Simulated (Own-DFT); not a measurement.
## Calculated data, Al₃₁GaO₄₈ (corundum with substituted atoms, atoms displaced), Al₃₂O₄₇ (corundum with one vacancy, atoms displaced)

A calculation, not a measurement: plane-wave PBE density functional theory by an unreviewed code, no spin, of a simulated periodic cell, stress positive in tension, free energy of the whole cell less one offset for each atom, defect cell not probed for a lower state with spin; oxygen file: force components 24 meV/angstrom off all-electron in one glass; forces on such cells passed a denser k mesh, this cell's mesh not checked; offsets are fitted by least squares, one for each functional and potential file, so energies compare only between cells with the same atoms and settings and are not formation energies; the far tail of each file's local potential was reset to the Coulomb form; each entry is a single point on an unrelaxed cell, so the pressure reflects the starting lattice, mostly measured values, from which strain is counted, and rises with the displacements; printed positions are rounded, which can move forces by about a meV/angstrom; the program is a retired in-house code; no spin-orbit coupling; before rounding, a Quantum ESPRESSO 7.3.1 run of the same cell and cutoff gave forces within 1 meV/angstrom rms on each cell, which checks the program and not the settings. Program: Own-DFT development build.

Common to all runs: functional PBE; potential files PseudoDojo norm-conserving, scalar-relativistic, standard set; wave cutoff 72 hartree; occupations Fermi-Dirac; smearing width 0.1 eV; k mesh 3 x 3 x 3 centred on Gamma.

(1) 
```xyz
80
Lattice="5.4940 0.0000 8.6604 -2.7470 4.7579 8.6604 -2.7470 -4.7579 8.6604" Properties=species:S:1:pos:R:3:force_x:R:1:force_y:R:1:force_z:R:1 formula=Al31GaO48 free_energy_of_cell_above_offsets=-51.972 pressure=11.14 stress_xx=-11.25 stress_yy=-11.04 stress_zz=-11.14 stress_yz=0.55 stress_xz=-0.79 stress_xy=0.07
Al     0.0112     0.0323     4.5919     -1.054     -0.124     -0.624
Al    -0.1196    -0.0657     8.4683      3.288      2.241     -0.704
Ga    -0.0486    -0.0088    11.0135      2.922      0.268      2.575
Al    -0.0085     0.0627     1.9387      0.237     -0.334     -0.143
O     -0.1009     1.7450     7.4756     -1.315     -1.591      1.787
O      1.3773    -0.6561     7.6622      2.221     -1.844     -1.833
O     -1.2827    -0.9771     7.5849     -2.387      0.644      -0.34
O      0.0691    -1.5489     5.3726      0.636      -2.41      0.961
O     -1.5215     0.6860     5.4379      0.064       1.06       0.25
O      1.3448     0.8718     5.3131      2.336      1.365      1.262
Al    -1.3670    -2.4115     8.9412      0.214      0.192     -1.459
Al    -1.3051    -2.3531    12.6903     -1.449     -2.092      1.628
Al    -1.2916    -2.3559    15.3567     -1.654     -0.008      0.173
Al    -1.3950    -2.3442     6.2273      1.694     -1.847      0.923
O     -1.4373    -0.7812    12.0303     -1.062      2.757     -2.132
O      0.1285    -3.0883    11.8178     -0.532     -0.488      1.165
O     -2.8296    -3.2422    11.8763      1.325      -0.57      0.457
O     -1.1411    -4.0059     9.6814     -2.318     -0.825       2.15
O     -2.8124    -1.5962     9.7512       0.59     -0.408     -0.318
O      0.0162    -1.4277     9.8051     -0.877     -1.795     -1.407
Al    -1.4309     2.3956     8.8960      0.814      1.351     -0.319
Al    -1.3369     2.4066    12.6425     -1.235      0.769       1.07
Al    -1.2890     2.2974    15.3441     -3.177      1.635      1.611
Al    -1.4048     2.3730     6.2854      1.956       0.85     -0.806
O     -1.5844     4.0901    11.9206      2.462     -0.455     -1.443
O      0.1547     1.6497    11.9044     -0.981      1.703       0.67
O     -2.7571     1.5746    11.8603      0.881      -2.02      0.422
O     -1.2401     0.8333     9.8044     -1.348     -0.272      -1.64
O     -2.9413     3.1691     9.6774      0.707      0.132      0.918
O      0.0254     3.3255     9.7439     -0.533      -1.14      0.284
Al    -2.6917     0.0387    13.2077     -1.353     -1.129      1.205
Al    -2.7658    -0.0545    17.1660      1.063      0.811     -2.839
Al    -2.6410    -0.0783    19.6974     -2.505      2.175      0.305
Al    -2.6591     0.0401    10.5703      -2.84     -0.696       0.34
O     -2.8538     1.5332    16.2068      0.613      1.575     -0.006
O     -1.2220    -0.7046    16.2023     -0.468     -0.079       1.33
O     -4.1236    -0.8887    16.2295     -0.326     -0.784      0.614
O     -2.5098    -1.6144    14.0921     -1.682     -0.191     -0.546
O     -4.2336     0.6547    14.1629      0.583      1.067     -1.658
O     -1.3685     0.9181    14.0878      0.104      0.932     -0.995
Al     2.7715     0.0070     8.8545     -1.816     -0.064      0.596
Al     2.8103    -0.0630    12.7253     -1.108      1.634      0.351
Al     2.7651     0.0062    15.3789     -0.717     -0.411      0.266
Al     2.7783    -0.0160     6.2012     -1.732      1.162      0.865
O      2.6347     1.7294    11.8708     -0.432     -1.358      1.358
O      4.2457    -0.7676    11.9538     -0.331      0.389     -1.039
O      1.3945    -0.8819    11.9966      0.186     -1.368      -0.73
O      2.8343    -1.7541     9.7281      0.075      1.324     -0.292
O      1.2455     0.7399     9.6944      0.498      1.041      0.554
O      4.0907     0.9622     9.7770        0.5     -1.043     -0.651
Al     1.3808    -2.4015    13.1986      0.376      0.334      1.036
Al     1.3733    -2.3810    17.1402      0.006      0.653     -1.151
Al     1.3166    -2.3698    19.7086       1.47      0.493       1.08
Al     1.3620    -2.4395    10.6193        0.6      0.684     -0.896
O      1.2345    -0.6292    16.2362       1.26     -1.225     -0.099
O      2.8186    -3.0580    16.2291      0.043     -0.634      0.458
O     -0.0588    -3.2633    16.2809      1.352     -0.301     -0.237
O      1.4914    -4.0765    14.0701     -0.303      0.661     -0.611
O     -0.0788    -1.6434    14.1203      0.937     -0.788     -1.077
O      2.7787    -1.5020    14.1226     -1.515      1.044     -1.033
Al     1.3195     2.3958    13.2699      1.328     -0.196     -0.827
Al     1.3353     2.3332    17.0228     -1.189      1.892      2.302
Al     1.3564     2.3952    19.6903     -0.634     -0.071     -0.194
Al     1.4007     2.4480    10.6348      0.548     -2.147     -1.176
O      1.2776     4.1031    16.1975     -1.791     -1.748      1.038
O      2.7828     1.7750    16.3523      2.473     -2.854     -3.046
O      0.0113     1.4368    16.2823     -0.714      0.747     -1.412
O      1.4837     0.7908    13.9905     -0.194     -1.179       2.03
O     -0.1618     3.1032    14.1272      1.027     -0.254         -1
O      2.7967     3.3469    14.0202     -0.944     -1.926      0.826
Al     0.0433     0.0302    17.5309     -1.139      -1.48      0.573
Al     0.0610    -0.0630    21.4398       0.11      1.356     -0.601
Al    -0.0368    -0.0715    24.0656      1.973      2.427     -0.249
Al    -0.0572     0.0135    14.9260      1.599     -0.799     -0.419
O     -0.1497     1.6253    20.5684      0.856     -0.149      0.351
O      1.5114    -0.7198    20.5214      0.516      0.858      0.985
O     -1.4114    -0.9087    20.5862      0.927     -0.585      1.089
O      0.2252    -1.6541    18.5086     -2.221      1.435     -2.309
O     -1.4574     0.6622    18.4421      0.553      0.284     -0.429
O      1.3302     0.8302    18.4019      1.954      1.736      0.835
```

Units: free_energy_of_cell_above_offsets in eV; pressure, stress_xx, stress_yy, stress_zz, stress_yz, stress_xz, stress_xy in GPa; force_x, force_y, force_z in eV/Å.

(2) 
```xyz
80
Lattice="5.4940 0.0000 8.6604 -2.7470 4.7579 8.6604 -2.7470 -4.7579 8.6604" Properties=species:S:1:pos:R:3:force_x:R:1:force_y:R:1:force_z:R:1 formula=Al31GaO48 free_energy_of_cell_above_offsets=-51.733 pressure=11.51 stress_xx=-11.82 stress_yy=-10.79 stress_zz=-11.91 stress_yz=1 stress_xz=0.45 stress_xy=1.37
Al    -0.0761    -0.0303     4.5329      1.841      0.342      0.399
Al    -0.0323     0.0033     8.4954       1.43     -0.718     -0.987
Al    -0.0451     0.0102    11.0597      1.345     -0.651      1.555
Al     0.0339     0.0297     1.8975      0.494     -0.409      0.907
O     -0.1120     1.6445     7.5955      0.555     -0.539     -0.791
O      1.4956    -0.7359     7.6006     -0.167     -0.059      0.123
O     -1.2821    -1.0166     7.5855     -1.379      1.255       0.25
O      0.0540    -1.6485     5.4202      0.543     -0.408     -0.014
O     -1.3809     0.6472     5.4535     -2.501      1.669       1.07
O      1.3817     0.9497     5.3706     -0.502     -1.215      0.752
Al    -1.3278    -2.4825     8.9269     -0.049      4.003     -1.404
Al    -1.3447    -2.3983    12.8477      0.692       0.12     -1.918
Al    -1.4541    -2.4340    15.3527      1.656      1.211      0.633
Al    -1.4004    -2.3749     6.2743     -0.759     -0.216     -0.704
O     -1.4439    -0.8094    11.9168     -1.655      1.119     -0.488
O      0.1727    -3.1562    12.0179     -1.647     -1.152     -2.094
O     -2.6784    -3.3126    11.8850      -0.76      0.245     -0.477
O     -1.2158    -3.9804     9.6648     -0.356     -3.005      2.248
O     -2.8550    -1.6337     9.6455     -0.627     -0.095      0.681
O      0.0505    -1.4183     9.8382     -0.913     -1.441     -1.424
Ga    -1.4131     2.4039     8.8702      3.837     -1.253      1.343
Al    -1.4311     2.4145    12.8189      1.041     -0.919     -0.268
Al    -1.4199     2.3701    15.3781      1.147     -0.255      0.448
Al    -1.3078     2.4045     6.2626      -0.86     -0.888     -1.248
O     -1.4751     4.0482    11.9689     -0.165     -0.342     -1.053
O      0.1333     1.6310    11.9487     -0.814      0.658     -1.129
O     -2.7844     1.5119    11.9408       0.28     -1.426     -0.465
O     -1.1838     0.7035     9.7463     -1.861     -0.319      0.822
O     -2.8034     3.0642     9.6845     -3.256      2.263      2.954
O     -0.0232     3.3322     9.7499      0.822      0.438      0.699
Al    -2.7728    -0.0189    13.1838      1.137      0.139      0.701
Al    -2.7684     0.0076    17.0543      1.522     -0.425       0.41
Al    -2.7350    -0.0674    19.8084      0.719      1.179      -0.58
Al    -2.8317     0.0286    10.5152      3.522     -2.325      1.493
O     -2.8317     1.6072    16.1990     -0.384      0.007      0.328
O     -1.3065    -0.6993    16.2182     -0.302     -1.239     -0.789
O     -4.1070    -0.9786    16.2163      0.587      1.685     -0.483
O     -2.5992    -1.7061    13.9937     -1.171      0.873      1.104
O     -4.3151     0.7015    14.1081        2.6      0.399     -1.049
O     -1.3277     0.8903    13.9528     -0.759      0.141      1.458
Al     2.7888    -0.0452     8.8992      -0.78      0.486     -0.115
Al     2.6669    -0.0217    12.7816      0.355     -0.471     -0.186
Al     2.7329     0.0288    15.4254      0.736     -1.322     -1.108
Al     2.7006    -0.0075     6.3137      1.072      0.401     -1.335
O      2.6633     1.7607    11.9657      0.345     -2.066     -0.703
O      4.2526    -0.7281    11.9710     -0.496      -0.44     -1.541
O      1.3405    -0.9727    11.9786     -0.264      1.368     -1.203
O      2.7917    -1.6092     9.7704      2.532     -0.921     -0.525
O      1.3265     0.7285     9.7656     -0.156      0.532     -0.062
O      4.1742     0.8111     9.7521     -1.026       1.92     -0.706
Al     1.2712    -2.4222    13.2245      2.294      0.183      1.031
Al     1.3836    -2.3702    17.0615     -0.209     -1.065     -0.649
Al     1.3844    -2.3651    19.8274      0.609     -2.142     -1.529
Al     1.4083    -2.4089    10.6016     -0.674      0.121      0.124
O      1.1482    -0.7739    16.1461      2.923     -0.215      1.881
O      2.8777    -3.1519    16.1858     -0.315      0.771      1.669
O     -0.0467    -3.2736    16.1286      1.254     -0.463      2.131
O      1.5061    -4.0367    14.1150      -0.72      -0.52     -0.605
O     -0.0537    -1.6283    14.0749     -1.978     -0.099      0.587
O      2.6597    -1.5020    14.0865      1.236      0.868      0.712
Al     1.3433     2.4162    13.0826      0.252     -0.234      3.056
Al     1.4712     2.3215    17.1549     -2.702      0.647     -1.745
Al     1.4231     2.3634    19.7123     -2.046       1.38      1.205
Al     1.4087     2.4152    10.5360     -0.885     -1.026     -0.122
O      1.3674     4.0370    16.1828     -2.615     -1.794      2.432
O      2.9184     1.6270    16.3036     -1.881     -1.496     -2.042
O      0.0132     1.3737    16.2868      0.694      1.497     -0.421
O      1.4396     0.7250    13.9898      1.124      0.713      1.387
O     -0.1867     3.1091    14.1338       1.03     -0.068     -0.904
O      2.8493     3.3448    14.0519     -0.998     -1.484      0.028
Al     0.0032    -0.1031    17.4950     -1.101      2.515      0.051
Al     0.0824     0.0299    21.4173     -2.342      0.529      0.759
Al     0.0237    -0.0511    24.1407      0.193      1.127     -2.897
Al     0.0588    -0.0215    14.9804     -2.143      0.666     -2.853
O     -0.1710     1.7480    20.5481      2.345     -2.179      0.402
O      1.4200    -0.8096    20.5222      1.533      2.967      0.631
O     -1.3272    -0.9705    20.5235     -0.321       1.35      0.413
O      0.0287    -1.5989    18.3327      2.062     -2.363      0.673
O     -1.3657     0.6954    18.3655     -1.831      0.637      1.084
O      1.4174     0.8978    18.4704     -1.987      1.244     -2.018
```

Units: free_energy_of_cell_above_offsets in eV; pressure, stress_xx, stress_yy, stress_zz, stress_yz, stress_xz, stress_xy in GPa; force_x, force_y, force_z in eV/Å.

(3) 
```xyz
79
Lattice="5.4940 0.0000 8.6604 -2.7470 4.7579 8.6604 -2.7470 -4.7579 8.6604" Properties=species:S:1:pos:R:3:force_x:R:1:force_y:R:1:force_z:R:1 formula=Al32O47 free_energy_of_cell_above_offsets=-43.777 pressure=12.82 stress_xx=-14.03 stress_yy=-12.1 stress_zz=-12.33 stress_yz=-2.28 stress_xz=0.06 stress_xy=-0.77
Al     0.0348     0.0378     4.5730     -5.506     -4.453     -2.229
Al    -0.0014    -0.0253     8.4276     -0.215      0.886      1.118
Al     0.0303     0.0185    11.0684     -1.537      0.171     -0.117
Al     0.0343     0.0174     1.8680     -0.058     -0.389      1.752
O     -0.1772     1.5730     7.5555      2.543       1.52     -0.063
O      1.5232    -0.6915     7.7458       0.62     -1.781     -3.586
O     -1.3828    -0.8579     7.5943     -0.261     -1.524     -0.428
O      0.1121    -1.6764     5.4220     -1.006      0.839      0.883
O     -1.4165     0.8564     5.4933     -0.101     -1.286     -1.756
O      1.1873     0.8316     5.3913      6.021       2.23      4.059
Al    -1.2922    -2.4358     8.8145     -0.946       1.22      1.848
Al    -1.4067    -2.6912    12.7799      4.023      7.869      0.425
Al    -1.3913    -2.4452    15.3746      0.229      0.161      1.992
Al    -1.4434    -2.2831     6.2641      1.374     -0.645     -0.734
O     -1.4825    -0.6927    12.0930      0.574     -1.132     -2.025
O      0.0414    -3.0855    11.7820      0.454     -0.279      1.901
O     -2.5802    -3.3522    11.9695     -6.137     -1.546     -4.032
O     -1.3310    -4.1111     9.5938      2.148      0.236      0.935
O     -2.8261    -1.8281     9.8281     -0.028      1.798     -0.486
O      0.0042    -1.3791     9.7547      0.256     -2.865       0.05
Al    -1.3911     2.4999     8.9083      0.311     -1.734      0.741
Al    -1.3744     2.3852    12.9278     -1.392     -1.874     -4.548
Al    -1.3608     2.3004    15.3991     -1.486      1.805     -0.423
Al    -1.1757     2.4684     6.3583     -4.468      0.016     -1.015
O     -1.5645     3.8518    11.8897      1.461      3.505      0.483
O      0.0587     1.6757    11.7671      0.398      0.645      2.781
O     -2.7382     1.5375    11.9038     -1.162      -0.91     -0.048
O     -1.2092     0.7077     9.7578     -1.642      0.491     -0.504
O     -2.7875     3.1207     9.9232     -1.202     -1.032     -3.247
O     -0.0041     3.2120     9.9000      0.336      2.533     -2.053
Al    -2.7778     0.0050    13.2964      0.992      0.516     -3.437
Al    -2.5755    -0.0074    17.0939     -5.095      0.693      1.075
Al    -2.7613    -0.0155    19.7789     -0.811     -1.497     -0.381
Al    -2.7187    -0.0040    10.5940      1.476      0.166      0.255
O     -2.8075     1.6721    16.1977       -0.6     -0.844      1.188
O     -1.3329    -0.7540    16.2671      3.164     -1.232     -1.246
O     -2.6142    -1.5345    14.0773      1.007     -3.287      1.554
O     -4.2377     0.5630    14.0343     -0.944      2.934      1.789
O     -1.4707     0.8675    14.0233      2.805      1.095      2.668
Al     2.9396    -0.1106     8.8505     -3.678      3.399      0.604
Al     2.7720    -0.0140    12.6816     -0.891      1.382      1.548
Al     2.7671     0.0949    15.3572      -0.22      0.743      0.186
Al     2.6819    -0.1021     6.1684      1.256      1.528      2.024
O      2.4424     1.7378    12.0684      5.298     -1.632     -4.191
O      4.1918    -0.5339    11.8238      0.389     -1.215      0.341
O      1.3691    -0.9199    11.9514      0.108      -0.72     -0.509
O      2.9541    -1.5679     9.8045     -1.368     -1.947     -0.516
O      1.2185     0.6808     9.6311      2.401      1.608      2.376
O      4.1968     0.9263     9.7421     -1.331     -0.894      0.161
Al     1.2153    -2.2839    13.2840      6.476     -3.075     -2.909
Al     1.2943    -2.4589    17.2135      2.826      2.705     -0.581
Al     1.3284    -2.3563    19.8325      1.205      0.035     -0.208
Al     1.4176    -2.3816    10.5865     -1.088      1.847      0.861
O      1.2723    -0.7339    16.1800     -0.792     -0.449      0.849
O      2.9544    -3.1502    16.2353     -1.065      2.212       0.27
O      0.0550    -3.2568    16.3494     -2.028     -1.109     -2.788
O      1.4831    -4.1059    14.1027     -1.144      1.986     -0.275
O     -0.0393    -1.6974    14.0691     -5.232     -0.651      2.518
O      2.8185    -1.3170    14.0519     -1.308     -1.454     -0.434
Al     1.3390     2.4425    13.1202     -1.307       0.01      4.063
Al     1.3340     2.4470    17.0414      1.813     -3.696     -0.701
Al     1.2897     2.3528    19.5821      3.619     -0.523      3.581
Al     1.4205     2.3936    10.5783     -2.371     -2.379     -0.004
O      1.2285     3.9519    16.2226      1.053      1.834     -0.659
O      2.9146     1.7044    16.2031     -1.481      0.776      1.966
O     -0.0868     1.4912    16.1740      2.061     -1.377      2.429
O      1.3975     0.7959    14.0481      0.032     -1.119      0.418
O     -0.2148     3.1173    14.0872      1.273     -1.101     -0.445
O      2.7321     3.2478    14.1840      0.374      0.744     -1.028
Al    -0.0557     0.0442    17.5713      1.904     -0.912     -0.568
Al     0.0649     0.0056    21.3745     -0.931     -0.308      1.532
Al     0.1017     0.0773    24.1597     -0.381     -4.031       -2.3
Al     0.0026    -0.1572    14.8375      0.382      3.763      0.739
O     -0.0587     1.5831    20.5408     -1.209      1.884     -0.239
O      1.4764    -0.5971    20.4216     -0.553     -2.426      1.303
O     -1.4044    -0.8545    20.6625      0.081      0.081     -0.827
O      0.0955    -1.7141    18.4681       0.59      1.509     -0.698
O     -1.4516     0.7716    18.5450     -0.204     -1.832     -2.679
O      1.3680     0.8387    18.3369     -0.152      1.782     -0.347
```

Units: free_energy_of_cell_above_offsets in eV; pressure, stress_xx, stress_yy, stress_zz, stress_yz, stress_xz, stress_xy in GPa; force_x, force_y, force_z in eV/Å.
